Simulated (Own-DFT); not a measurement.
# Biaxial strain at fixed height in wurtzite AlGaN with randomly placed atoms, 72 atoms (Al27Ga9N36)

The numbers are computed, not measured, by runs of the plane-wave DFT program Own-DFT (in-house, retired, unreviewed) at fixed positions, with no spin and no spin-orbit coupling.

All runs used: PBE; PseudoDojo norm-conserving scalar-relativistic files; cutoff 42 hartree; 4 x 4 x 3 k mesh centred on Gamma; Fermi-Dirac smearing of 0.1 eV.

Limits: forces on such cells passed a denser k mesh, each cell not checked; stress not checked against mesh or cutoff.

Unstrained cell vectors in Å: (9.394, 0.000, 0.000); (-4.697, 8.135, 0.000); (0.000, 0.000, 10.066). The unstrained cell has measured lattice constants (interpolated for alloys), not those of this functional. That, the random moves and any unrelaxed bonds set the pressure at no strain. Each run strains x and y alike by e, as a substrate would, and holds the height along z. Each atom got a random Gaussian move of width 0.05 Å along each axis. The random placing of the alloy's atoms differs from row to row. Stress is positive in tension.

```
e (%),u (Å),(s_xx + s_yy)/2 (GPa),s_zz (GPa)
-3.00,0.051,-27.53,-11.58
-2.75,0.051,-24.81,-12.69
-1.50,0.050,-16.84,-8.32
-0.25,0.053,-8.30,-6.59
0.75,0.046,-2.04,-5.87
1.25,0.050,-0.03,-5.27
1.75,0.047,?,?
2.00,0.050,3.73,-4.46
2.25,0.052,3.69,-3.09
2.75,0.050,8.06,-4.66
```

## Worked fit

With e as a fraction, the in-plane stress is -6.9 + 591 e - 2801 e² GPa (errors 12 and 816, scatter 0.74), and s_zz is -7.2 + 146 e GPa (slope ± 17, scatter 1.02). At e = 0 the first slope is C11 + C12 and the second 2 C13, both with the ions held to the strained lattice and at the cell's own pressure. The term in e² is negative: the layer stiffens under compression and softens under tension. A free layer would change its height as e changes, and the in-plane slope would drop by 2 C13²/C33 to the biaxial modulus. At fixed height, a misfit of 1 % moves the in-plane stress by about 5.9 GPa and s_zz by 1.5 GPa.

## Prediction

Asked: what are the two stresses at e = 1.75 %?

The fit gives 2.6 and -4.6 GPa. The calculation gave 3.09 and -4.67 GPa.
